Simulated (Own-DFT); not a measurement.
# Response to strain: wurtzite AlN, 128 atoms (Al64N64)

These are calculations, not measurements. The program, named Own-DFT, is a retired in-house plane-wave density functional code that no person has reviewed. Each row is one single-point run on a periodic cell that was not relaxed, without spin or spin-orbit coupling.

Settings of every run: PBE; PseudoDojo norm-conserving scalar-relativistic files; cutoff 42 hartree; 3 x 3 x 3 k mesh centred on Gamma; Gaussian smearing of 0.01 eV.

Known limits: k mesh not checked against a denser one; stress not checked against mesh or cutoff.

Unstrained cell vectors in Å: (12.448, 0.000, 0.000); (-6.224, 10.780, 0.000); (0.000, 0.000, 9.964). The unstrained cell has measured lattice constants (interpolated for alloys), not those of this functional. That, the random moves and any unrelaxed bonds set the pressure at no strain. Each run strains this cell uniformly, with the atoms carried along. Every atom was also moved at random, by a Gaussian of width 0.05 Å on each axis. Strain is the symmetric tensor, in per cent. Stress is positive in tension, and the pressure is minus a third of its trace.

| run | e_xx (%) | e_yy (%) | e_zz (%) | s_xx (GPa) | s_yy (GPa) | s_zz (GPa) | P (GPa) | E (meV/atom) |
|---|---|---|---|---|---|---|---|---|
| 1 | 0.00 | 0.00 | 1.75 | -5.01 | -3.58 | 2.85 | 1.91 | 0.7 |
| 2 | 0.00 | 0.00 | -1.75 | -7.50 | -6.38 | -13.34 | 9.07 | 10.3 |
| 3 | 0.00 | 0.00 | 2.00 | -3.45 | -4.22 | 2.71 | 1.65 | 0.0 |
| 4 | 0.00 | 0.00 | -1.50 | -5.81 | -7.41 | -13.03 | 8.75 | 17.3 |
| 5 | 0.00 | 0.00 | 2.75 | -3.76 | -3.88 | 6.18 | 0.49 | 5.7 |
| 6 | 0.00 | 0.00 | 2.25 | -3.39 | -5.20 | 4.19 | 1.46 | 8.5 |
| 7 | 0.00 | 0.00 | 0.75 | -5.74 | -5.20 | -1.94 | 4.29 | 12.8 |
| 8 | 0.00 | 0.00 | 2.50 | -3.94 | -3.81 | 4.93 | 0.94 | 8.2 |
| 9 | 0.00 | 0.00 | -1.25 | ? | ? | ? | ? | ? |

E is the free energy for each atom above the lowest run shown.

## Worked fit

The change of volume is close to e_xx + e_yy + e_zz. A straight line through the runs shown gives P = 5.70 - 195 x (fractional change of volume) GPa, with an error of 4 on the slope and a scatter of 0.20 GPa. The strain isn't the same on all axes and the cell isn't cubic, so the slope belongs to this path and is not the bulk modulus.

## Withheld run

Question: what pressure should run 9 give? Its volume changes by -1.25 %.

The line gives 8.1 GPa. The calculation gave 8.38 GPa.
